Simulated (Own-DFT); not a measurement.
# What random displacements cost in rutile TiO2, 72 atoms (O48Ti24)

All numbers below are calculated, not measured. The program, named Own-DFT, is a retired in-house plane-wave density functional code that no person has reviewed. Each row is one single-point run on a periodic cell that was not relaxed, without spin or spin-orbit coupling.

Settings of every run: PBE; PseudoDojo norm-conserving scalar-relativistic files; cutoff 72 hartree; 3 x 3 x 3 k mesh centred on Gamma; Fermi-Dirac smearing of 0.1 eV.

Known limits: oxygen file: force components 24 meV/angstrom off all-electron in a glass; forces on such cells passed a denser k mesh, each cell not checked; stress not checked against mesh or cutoff.

Cell vectors in Å: (9.187, 0.000, 0.000); (0.000, 9.187, 0.000); (0.000, 0.000, 8.876). In each run every atom was moved at random and independently from its ideal site; u is the rms move along one axis. E is the free energy for each atom above the fitted value at u = 0, and F the rms of the force components.

| run | u (Å) | E (meV/atom) | F (eV/Å) | largest force (eV/Å) | P (GPa) |
|---|---|---|---|---|---|
| 1 | 0.0188 | 7.2 | 0.282 | 1.08 | 4.73 |
| 2 | 0.0202 | 8.7 | 0.346 | 1.38 | 4.61 |
| 3 | 0.0209 | 11.3 | 0.408 | 1.55 | 4.82 |
| 4 | 0.0507 | 49.6 | 0.901 | 3.67 | 6.95 |
| 5 | 0.0520 | 57.2 | 1.050 | 4.35 | 7.32 |
| 6 | 0.0530 | ? | ? | ? | ? |
| 7 | 0.0760 | 127.8 | 1.635 | 7.75 | 9.38 |
| 8 | 0.0775 | 130.9 | 1.701 | 9.59 | 10.24 |
| 9 | 0.0806 | 162.1 | 1.914 | 9.74 | 12.23 |
| 10 | 0.1182 | 321.7 | 2.936 | 12.49 | 17.57 |

## Worked fit

For small independent moves the energy grows as E = (3/2) K u², with K the mean stiffness felt by one atom. The runs with u up to 0.11 Å give K = 14.7 ± 0.6 eV/Å², with residuals divided by u² + 0.0006 Å², since the noise grows with the moves. The scatter is 5.0 meV/atom at u = 0.05 Å. The forces follow F = G u with G = 19.8 eV/Å²; no force at u = 0 is resolved. G exceeds K because the moves of its neighbours add to the force on an atom, and stiffness differs between atoms. The pressure follows P = 4.29 + 1050 u² GPa: at fixed volume, shortened bonds push harder than stretched ones pull.

## Withheld run

Question: what energy and rms force should run 6 give?

The fit gives 62 ± 6 meV/atom and about 1.05 eV/Å. The calculation gave 57.7 meV/atom and 1.054 eV/Å.
